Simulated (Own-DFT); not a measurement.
Simulation results for AlGa₃N₄ (wurtzite random alloy, strained, atoms displaced)

All values are calculated (Own-DFT development build). A calculation, not a measurement: plane-wave density functional theory by an unreviewed code, no spin, of a simulated periodic cell, stress positive in tension, run twice, with PBE and with PBEsol, both on files made for PBE, so the change isn't that of files made for PBEsol, forces on such cells passed a denser k mesh, this cell's mesh not checked; the far tail of each file's local potential was reset to the Coulomb form; each entry is a single point on an unrelaxed cell, so the pressure reflects the starting lattice, mostly measured values (interpolated for alloys), from which strain is counted, and rises with the displacements; printed positions are rounded, which can move forces by about a meV/angstrom; the program, named Own-DFT, is a retired in-house code; no spin-orbit coupling; stress was not checked against mesh or cutoff.

Settings shared by all entries: functional PBE, then PBEsol; potential files PseudoDojo norm-conserving, scalar-relativistic, standard set; wave cutoff 42 hartree; occupations Fermi-Dirac; smearing width 0.1 eV; k mesh 4 x 4 x 3 centred on Gamma.

(1) AlGa₃N₄ (wurtzite random alloy, strained, atoms displaced)

```
CELL_PARAMETERS angstrom
9.27150 0.00000 0.00000
-4.63580 8.02940 0.00000
0.00000 0.00000 10.26850
ATOMIC_POSITIONS crystal
Ga 0.10636 0.22029 0.99778
Ga 0.21305 0.10014 0.23972
N 0.10422 0.22641 0.18718
N 0.22199 0.10516 0.44769
Al 0.11744 0.23236 0.50118
Ga 0.22784 0.11610 0.74904
N 0.11329 0.22912 0.68728
N 0.23209 0.11013 0.94142
Ga 0.11099 0.55093 0.00136
Ga 0.21795 0.44511 0.24858
N 0.11342 0.55303 0.19958
N 0.22107 0.44935 0.43722
Al 0.10897 0.55785 0.49684
Ga 0.22162 0.44770 0.75494
N 0.09792 0.54649 0.69053
N 0.23812 0.45492 0.93513
Ga 0.11285 0.88220 0.98915
Ga 0.22880 0.78125 0.24910
N 0.10968 0.89477 0.18831
N 0.22112 0.78246 0.42948
Ga 0.11803 0.89887 0.50252
Al 0.22769 0.77975 0.75407
N 0.10241 0.87984 0.68602
N 0.21680 0.77259 0.93762
Ga 0.45016 0.22773 0.00279
Ga 0.55334 0.11071 0.23889
N 0.43803 0.20948 0.18397
N 0.56218 0.11017 0.44158
Ga 0.45025 0.22856 0.50726
Al 0.54562 0.10714 0.75311
N 0.46136 0.22434 0.68965
N 0.56388 0.11321 0.92972
Al 0.45300 0.56981 0.99997
Ga 0.55025 0.44743 0.24991
N 0.45032 0.55527 0.18850
N 0.55229 0.44295 0.44305
Ga 0.44038 0.55105 0.49837
Ga 0.55782 0.44113 0.75088
N 0.43335 0.55191 0.68682
N 0.55328 0.44825 0.94089
Al 0.43955 0.88319 0.99977
Ga 0.55605 0.77687 0.25231
N 0.43364 0.87639 0.18487
N 0.54897 0.77211 0.43919
Al 0.44997 0.88711 0.49590
Ga 0.55315 0.77627 0.75739
N 0.44306 0.89580 0.69492
N 0.55259 0.76237 0.93932
Al 0.78100 0.21642 0.00246
Ga 0.89058 0.11448 0.24351
N 0.77928 0.22089 0.18311
N 0.88761 0.11200 0.43996
Ga 0.77410 0.21502 0.49644
Ga 0.90111 0.12052 0.74760
N 0.78552 0.21919 0.68114
N 0.90090 0.11753 0.93380
Ga 0.77191 0.54677 0.98668
Al 0.88595 0.44687 0.25165
N 0.78933 0.56712 0.18337
N 0.89443 0.43978 0.44087
Ga 0.77904 0.56292 0.49947
Ga 0.88441 0.43572 0.75364
N 0.78230 0.55104 0.69174
N 0.88029 0.44473 0.94283
Ga 0.77602 0.87838 0.99245
Ga 0.88652 0.77074 0.25578
N 0.77908 0.88797 0.18567
N 0.89015 0.78095 0.43548
Ga 0.76940 0.88363 0.49627
Ga 0.89194 0.77636 0.74794
N 0.78452 0.89897 0.69332
N 0.88558 0.78095 0.93891
```

| Quantity | Value |
| --- | --- |
| PBE pressure | 19.72 GPa |
| PBE stress xx | -23.81 GPa |
| PBE stress yy | -23.53 GPa |
| PBE stress zz | -11.8 GPa |
| PBE stress yz | 0.26 GPa |
| PBE stress xz | -0.05 GPa |
| PBE stress xy | -0.01 GPa |
| PBEsol pressure | 14.39 GPa |
| PBEsol stress xx | -18.36 GPa |
| PBEsol stress yy | -18.16 GPa |
| PBEsol stress zz | -6.67 GPa |
| PBEsol stress yz | 0.28 GPa |
| PBEsol stress xz | -0.07 GPa |
| PBEsol stress xy | 0.01 GPa |
| rms change of force components from PBE to PBEsol | 0.078 eV/Å |

Force:
| force element | PBE force x (eV/Å) | PBE force y (eV/Å) | PBE force z (eV/Å) | PBEsol force x (eV/Å) | PBEsol force y (eV/Å) | PBEsol force z (eV/Å) |
| --- | --- | --- | --- | --- | --- | --- |
| Ga | 2.733 | 1.335 | 0.714 | 2.665 | 1.291 | 0.688 |
| Ga | -0.455 | 3.272 | 2.355 | -0.425 | 3.181 | 2.279 |
| N | 2.28 | -0.082 | -0.794 | 2.223 | -0.087 | -0.778 |
| N | -1.002 | 4.235 | -1.779 | -0.863 | 4.054 | -1.756 |
| Al | -0.411 | -1.405 | -0.333 | -0.397 | -1.404 | -0.331 |
| Ga | -0.158 | -0.519 | 0.057 | -0.171 | -0.499 | 0.059 |
| N | 2.209 | 0.045 | -1.185 | 2.153 | 0.041 | -0.983 |
| N | -1.371 | 0.197 | -1.102 | -1.341 | 0.192 | -1.081 |
| Ga | -0.431 | -0.375 | 0.834 | -0.428 | -0.344 | 0.792 |
| Ga | 2.069 | -0.379 | 0.973 | 2.016 | -0.357 | 0.956 |
| N | -2.747 | 0.543 | -2.235 | -2.539 | 0.599 | -2.234 |
| N | -0.401 | -0.79 | 0.27 | -0.246 | -0.686 | 0.149 |
| Al | 0.258 | 0.479 | 0.842 | 0.263 | 0.501 | 0.861 |
| Ga | -0.798 | -0.088 | -0.805 | -0.78 | -0.101 | -0.788 |
| N | 1.685 | 2.857 | -1.129 | 1.645 | 2.657 | -1.001 |
| N | -0.637 | -0.784 | 1.784 | -0.791 | -0.855 | 1.673 |
| Ga | -2.02 | 1.077 | 2.195 | -1.979 | 1.054 | 2.148 |
| Ga | -2.845 | -0.791 | 0.243 | -2.771 | -0.77 | 0.251 |
| N | 0.64 | -3.647 | -1.738 | 0.63 | -3.56 | -1.68 |
| N | 1.517 | -0.679 | 2.598 | 1.371 | -0.589 | 2.438 |
| Ga | -0.165 | -2.911 | 0.176 | -0.168 | -2.839 | 0.154 |
| Al | -1.38 | -1.385 | -1.18 | -1.388 | -1.402 | -1.158 |
| N | 2.824 | 1.457 | 0.944 | 2.638 | 1.491 | 0.873 |
| N | 2.455 | -0.034 | -0.874 | 2.254 | -0.107 | -0.735 |
| Ga | 0.563 | -0.433 | -0.79 | 0.536 | -0.431 | -0.778 |
| Ga | 1.236 | -0.952 | 2.113 | 1.204 | -0.929 | 2.064 |
| N | -0.858 | 2.203 | 0.726 | -0.834 | 2.151 | 0.696 |
| N | -2.338 | -1.496 | -1.639 | -2.27 | -1.29 | -1.631 |
| Ga | 0.409 | -1.818 | -1.145 | 0.404 | -1.77 | -1.12 |
| Al | 3.572 | 0.532 | -0.491 | 3.59 | 0.544 | -0.481 |
| N | -2.248 | -0.252 | 0.125 | -2.405 | -0.107 | 0.028 |
| N | 0.169 | -1.186 | 1.973 | 0.042 | -1.103 | 2.024 |
| Al | 0.304 | -4.946 | 1.958 | 0.316 | -4.971 | 1.998 |
| Ga | 2.706 | -1.401 | 0.44 | 2.624 | -1.349 | 0.429 |
| N | -2.151 | 0.479 | -1.625 | -2.093 | 0.465 | -1.433 |
| N | 0.699 | 0.575 | -1.351 | 0.677 | 0.567 | -1.307 |
| Ga | -0.57 | 0.2 | 1.049 | -0.55 | 0.201 | 1.009 |
| Ga | -0.971 | 1.319 | 0.205 | -0.937 | 1.277 | 0.196 |
| N | 2.18 | 0.784 | -0.176 | 2.128 | 0.769 | -0.16 |
| N | -1.259 | -0.128 | -0.586 | -1.072 | -0.213 | -0.63 |
| Al | 0.561 | 0.582 | -0.487 | 0.561 | 0.593 | -0.489 |
| Ga | 0.345 | 0.369 | -0.375 | 0.34 | 0.344 | -0.363 |
| N | 2.335 | 1.93 | -1.892 | 2.275 | 1.884 | -1.675 |
| N | -0.275 | 0.408 | -0.29 | -0.087 | 0.299 | -0.351 |
| Al | -1.97 | 0.529 | 0.946 | -1.972 | 0.525 | 0.965 |
| Ga | 0.516 | 0.425 | -1.765 | 0.516 | 0.413 | -1.719 |
| N | 0.1 | -1.341 | -1.529 | 0.246 | -1.414 | -1.498 |
| N | -1.838 | 4.644 | -0.325 | -1.678 | 4.777 | -0.49 |
| Al | -0.414 | 0.545 | -1.167 | -0.41 | 0.542 | -1.162 |
| Ga | -0.525 | -1.535 | 2.018 | -0.521 | -1.502 | 1.962 |
| N | -1.041 | 1.416 | -0.275 | -1.012 | 1.241 | -0.136 |
| N | 2.283 | -0.26 | -1.021 | 2.098 | -0.326 | -1.036 |
| Ga | 0.867 | 1.483 | 1.126 | 0.851 | 1.456 | 1.1 |
| Ga | -1.257 | -0.885 | 0.295 | -1.22 | -0.865 | 0.283 |
| N | -2.568 | -0.517 | 1.426 | -2.416 | -0.45 | 1.371 |
| N | -2.818 | -1.245 | 0.332 | -2.608 | -1.274 | 0.268 |
| Ga | -1.043 | 2.68 | 2.592 | -1.017 | 2.629 | 2.531 |
| Al | 0.514 | -0.27 | 0.176 | 0.499 | -0.291 | 0.191 |
| N | -0.375 | -3.406 | -0.116 | -0.503 | -3.235 | -0.15 |
| N | -1.495 | 1.133 | -1.653 | -1.611 | 1.002 | -1.543 |
| Ga | 1.307 | -1.279 | 0.616 | 1.269 | -1.257 | 0.604 |
| Ga | -0.011 | -0.729 | -0.086 | 0.001 | -0.691 | -0.108 |
| N | -1.467 | 0.58 | -0.83 | -1.445 | 0.57 | -0.8 |
| N | 3.508 | -2.481 | -0.536 | 3.416 | -2.287 | -0.581 |
| Ga | -1.446 | 2.539 | 1.892 | -1.39 | 2.465 | 1.843 |
| Ga | -0.076 | 2.094 | -1.139 | -0.082 | 2.051 | -1.13 |
| N | -0.421 | -0.005 | -0.214 | -0.415 | -0.006 | -0.195 |
| N | 0.011 | 0.093 | 1.177 | 0.001 | 0.076 | 1.15 |
| Ga | 0.938 | 1.403 | 1.314 | 0.922 | 1.374 | 1.266 |
| Ga | -1.703 | -0.237 | 0.629 | -1.662 | -0.222 | 0.613 |
| N | -0.526 | -2.094 | -0.932 | -0.511 | -2.055 | -0.907 |
| N | 2.691 | -1.675 | -1.529 | 2.631 | -1.64 | -1.508 |

(2) AlGa₃N₄ (wurtzite random alloy, strained, atoms displaced)

```
CELL_PARAMETERS angstrom
9.27150 0.00000 0.00000
-4.63580 8.02940 0.00000
0.00000 0.00000 10.26850
ATOMIC_POSITIONS crystal
Ga 0.10912 0.21490 0.99552
Ga 0.23325 0.10874 0.24092
N 0.11607 0.22374 0.17776
N 0.22540 0.10854 0.44580
Ga 0.12575 0.22218 0.49854
Al 0.22476 0.11469 0.73697
N 0.11267 0.22159 0.68509
N 0.23011 0.12048 0.94097
Ga 0.11326 0.55643 0.99361
Ga 0.21998 0.44272 0.25308
N 0.11713 0.57596 0.19026
N 0.21451 0.43043 0.43855
Ga 0.11753 0.56590 0.49646
Ga 0.21814 0.44213 0.75115
N 0.12183 0.56263 0.68644
N 0.22341 0.44291 0.94059
Ga 0.11882 0.89568 0.99920
Al 0.22771 0.77762 0.24730
N 0.10623 0.88614 0.18967
N 0.22442 0.77490 0.43650
Ga 0.11029 0.88090 0.50356
Al 0.22659 0.79145 0.74997
N 0.10945 0.88586 0.68864
N 0.22440 0.77804 0.94439
Al 0.43727 0.21852 0.99457
Ga 0.55595 0.10956 0.24949
N 0.44293 0.23009 0.18389
N 0.56551 0.11548 0.42894
Ga 0.44466 0.22211 0.50347
Al 0.54854 0.10525 0.75636
N 0.44411 0.22119 0.69563
N 0.54898 0.10932 0.94058
Al 0.44057 0.55637 0.00714
Ga 0.55097 0.42975 0.25654
N 0.44535 0.56056 0.19122
N 0.55562 0.44990 0.44027
Ga 0.43962 0.54503 0.50641
Ga 0.57017 0.45564 0.74497
N 0.43717 0.55007 0.68955
N 0.56019 0.44274 0.93998
Al 0.44917 0.89565 0.99582
Al 0.54863 0.77310 0.23980
N 0.44116 0.88760 0.19389
N 0.55501 0.78048 0.43265
Ga 0.44033 0.89227 0.49657
Ga 0.55367 0.78257 0.74762
N 0.43773 0.88349 0.68739
N 0.53892 0.75625 0.93593
Ga 0.76702 0.21731 0.00629
Ga 0.88817 0.11833 0.24519
N 0.77758 0.22292 0.18756
N 0.89456 0.11260 0.43386
Ga 0.77764 0.21998 0.49913
Ga 0.89899 0.11580 0.74928
N 0.76891 0.21964 0.69228
N 0.88745 0.11068 0.94807
Ga 0.77719 0.55781 0.99979
Ga 0.89183 0.44835 0.24466
N 0.78139 0.56104 0.18862
N 0.88941 0.44279 0.43304
Ga 0.77083 0.54545 0.49333
Al 0.88883 0.44805 0.75636
N 0.78648 0.56727 0.69149
N 0.89542 0.44708 0.94035
Ga 0.78094 0.89568 0.00353
Ga 0.88144 0.77413 0.24519
N 0.77823 0.89166 0.19568
N 0.89094 0.77506 0.43674
Ga 0.78447 0.89459 0.50269
Ga 0.90999 0.79381 0.74621
N 0.77891 0.88657 0.68758
N 0.88175 0.78284 0.94088
```

| Item | Value |
| --- | --- |
| PBE pressure | 18.95 GPa |
| PBE stress xx | -22.7 GPa |
| PBE stress yy | -23.5 GPa |
| PBE stress zz | -10.67 GPa |
| PBE stress yz | 0.06 GPa |
| PBE stress xz | 0.41 GPa |
| PBE stress xy | -1.56 GPa |
| PBEsol pressure | 13.66 GPa |
| PBEsol stress xx | -17.34 GPa |
| PBEsol stress yy | -18.13 GPa |
| PBEsol stress zz | -5.5 GPa |
| PBEsol stress yz | 0.06 GPa |
| PBEsol stress xz | 0.37 GPa |
| PBEsol stress xy | -1.52 GPa |
| rms change of force components from PBE to PBEsol | 0.072 eV/Å |

Force:
| force element | PBE force x (eV/Å) | PBE force y (eV/Å) | PBE force z (eV/Å) | PBEsol force x (eV/Å) | PBEsol force y (eV/Å) | PBEsol force z (eV/Å) |
| --- | --- | --- | --- | --- | --- | --- |
| Ga | -0.447 | 1.672 | 0.638 | -0.445 | 1.632 | 0.644 |
| Ga | -3.065 | -0.669 | 1.723 | -3.006 | -0.647 | 1.664 |
| N | -0.253 | -0.172 | 1.84 | -0.258 | -0.162 | 1.806 |
| N | 1.31 | -1.163 | -1.711 | 1.282 | -1.123 | -1.647 |
| Ga | -2.963 | -1.202 | 0.269 | -2.911 | -1.163 | 0.26 |
| Al | -0.092 | -0.134 | 1.954 | -0.122 | -0.154 | 1.955 |
| N | 0.993 | -0.265 | 0.369 | 0.808 | -0.17 | 0.315 |
| N | -0.005 | -1.746 | -2.939 | -0.217 | -1.826 | -2.833 |
| Ga | 0.643 | -0.092 | 1.765 | 0.61 | -0.096 | 1.728 |
| Ga | -0.311 | 0.312 | -0.772 | -0.286 | 0.292 | -0.754 |
| N | 0.907 | -3.33 | -1.048 | 0.871 | -3.527 | -1.103 |
| N | -0.044 | 2.716 | -0.429 | -0.026 | 2.658 | -0.421 |
| Ga | 0.084 | -3.059 | 1.026 | 0.09 | -2.991 | 1.009 |
| Ga | 0.327 | 0.436 | 0.756 | 0.324 | 0.436 | 0.711 |
| N | -2.437 | 0.447 | 0.829 | -2.27 | 0.359 | 0.73 |
| N | 0.488 | -0.088 | -0.337 | 0.327 | -0.166 | -0.399 |
| Ga | -1.269 | -0.848 | 0.682 | -1.257 | -0.835 | 0.684 |
| Al | -1.738 | 1.876 | 1.064 | -1.75 | 1.924 | 1.099 |
| N | 1.711 | -0.113 | -0.197 | 1.562 | -0.033 | -0.244 |
| N | -0.723 | 1.624 | -1.793 | -0.708 | 1.584 | -1.591 |
| Ga | -0.536 | 0.154 | -1.388 | -0.532 | 0.148 | -1.36 |
| Al | 0.765 | -2.579 | 1.03 | 0.751 | -2.593 | 1.041 |
| N | 3.626 | 3.245 | -0.589 | 3.364 | 3.106 | -0.692 |
| N | 0.531 | 1.63 | -2.328 | 0.378 | 1.512 | -2.204 |
| Al | 1.387 | 2.259 | 0.766 | 1.417 | 2.254 | 0.797 |
| Ga | -0.44 | 0.352 | -0.652 | -0.416 | 0.346 | -0.618 |
| N | 2.341 | -1.914 | -1.96 | 2.28 | -1.873 | -1.75 |
| N | -1.937 | -0.136 | 1.606 | -1.896 | -0.14 | 1.58 |
| Ga | 1.33 | -0.01 | 0.188 | 1.29 | -0.002 | 0.166 |
| Al | 0.636 | 0.502 | -0.841 | 0.656 | 0.489 | -0.84 |
| N | 0.678 | -0.277 | -0.706 | 0.696 | -0.093 | -0.812 |
| N | -0.351 | -0.293 | -0.699 | -0.202 | -0.178 | -0.635 |
| Al | 1.074 | -2.158 | -0.272 | 1.095 | -2.192 | -0.253 |
| Ga | -0.367 | 3.829 | -0.546 | -0.366 | 3.739 | -0.531 |
| N | 0.555 | -1.209 | -0.926 | 0.529 | -1.394 | -0.814 |
| N | 0.078 | -2.07 | -0.366 | 0.085 | -2.037 | -0.351 |
| Ga | -1.473 | 2.505 | -0.847 | -1.435 | 2.439 | -0.828 |
| Ga | -1.56 | -0.712 | 1.848 | -1.531 | -0.686 | 1.801 |
| N | 1.098 | 0.641 | -0.022 | 1.08 | 0.623 | -0.035 |
| N | -1.89 | -0.611 | -0.074 | -1.725 | -0.491 | -0.156 |
| Al | 0.168 | -2.353 | 1.17 | 0.195 | -2.336 | 1.195 |
| Al | 1.001 | 1.39 | 2.365 | 1.004 | 1.412 | 2.373 |
| N | 0.594 | 0.156 | -2.361 | 0.6 | 0.347 | -2.305 |
| N | 0.126 | -0.725 | 0.042 | 0.118 | -0.696 | 0.181 |
| Ga | 2.054 | -0.071 | 0.134 | 2.02 | -0.088 | 0.126 |
| Ga | 1.115 | -1.445 | 0.478 | 1.092 | -1.429 | 0.453 |
| N | -0.773 | 2.192 | 0.183 | -0.587 | 2.089 | 0.07 |
| N | -0.337 | 3.78 | 0.475 | -0.241 | 3.846 | 0.329 |
| Ga | 1.096 | 1.298 | -1.159 | 1.09 | 1.276 | -1.122 |
| Ga | 2.096 | -0.767 | 1.086 | 2.05 | -0.763 | 1.06 |
| N | -0.974 | 0.715 | -0.172 | -0.95 | 0.693 | -0.171 |
| N | 0.22 | 0.55 | 0.425 | 0.205 | 0.528 | 0.424 |
| Ga | 1.285 | 0.506 | 0.753 | 1.255 | 0.491 | 0.713 |
| Ga | -2.146 | -0.813 | 0.743 | -2.1 | -0.8 | 0.699 |
| N | 0.191 | 0.701 | 0.418 | 0.325 | 0.632 | 0.304 |
| N | -1.005 | 0.765 | -2.232 | -0.97 | 0.737 | -2.172 |
| Ga | 0.376 | 0.266 | 0.277 | 0.363 | 0.259 | 0.269 |
| Ga | 0.266 | 0.407 | 0.536 | 0.255 | 0.401 | 0.527 |
| N | -0.898 | -2.148 | -0.441 | -0.87 | -2.097 | -0.426 |
| N | 0.312 | 0.049 | 0.285 | 0.292 | 0.053 | 0.279 |
| Ga | 1.471 | 1.956 | 1.388 | 1.431 | 1.927 | 1.343 |
| Al | 0.639 | -0.115 | -1.109 | 0.655 | -0.122 | -1.117 |
| N | 1.703 | -0.805 | -1.004 | 1.519 | -0.724 | -1.026 |
| N | -1.348 | -0.957 | -0.986 | -1.315 | -0.924 | -0.792 |
| Ga | -1.294 | -1.886 | 0.678 | -1.22 | -1.83 | 0.653 |
| Ga | 0.668 | 1.315 | 1.618 | 0.663 | 1.296 | 1.576 |
| N | -1.781 | -0.344 | -1.348 | -1.602 | -0.259 | -1.377 |
| N | -0.27 | -0.114 | 0.161 | -0.264 | -0.11 | 0.167 |
| Ga | -0.708 | -1.052 | -1.302 | -0.692 | -1.028 | -1.275 |
| Ga | -4.647 | -2.743 | 2.538 | -4.569 | -2.697 | 2.455 |
| N | -0.214 | 0.858 | 0.473 | -0.199 | 0.854 | 0.457 |
| N | 2.35 | 0.09 | -1.024 | 2.307 | 0.091 | -0.99 |
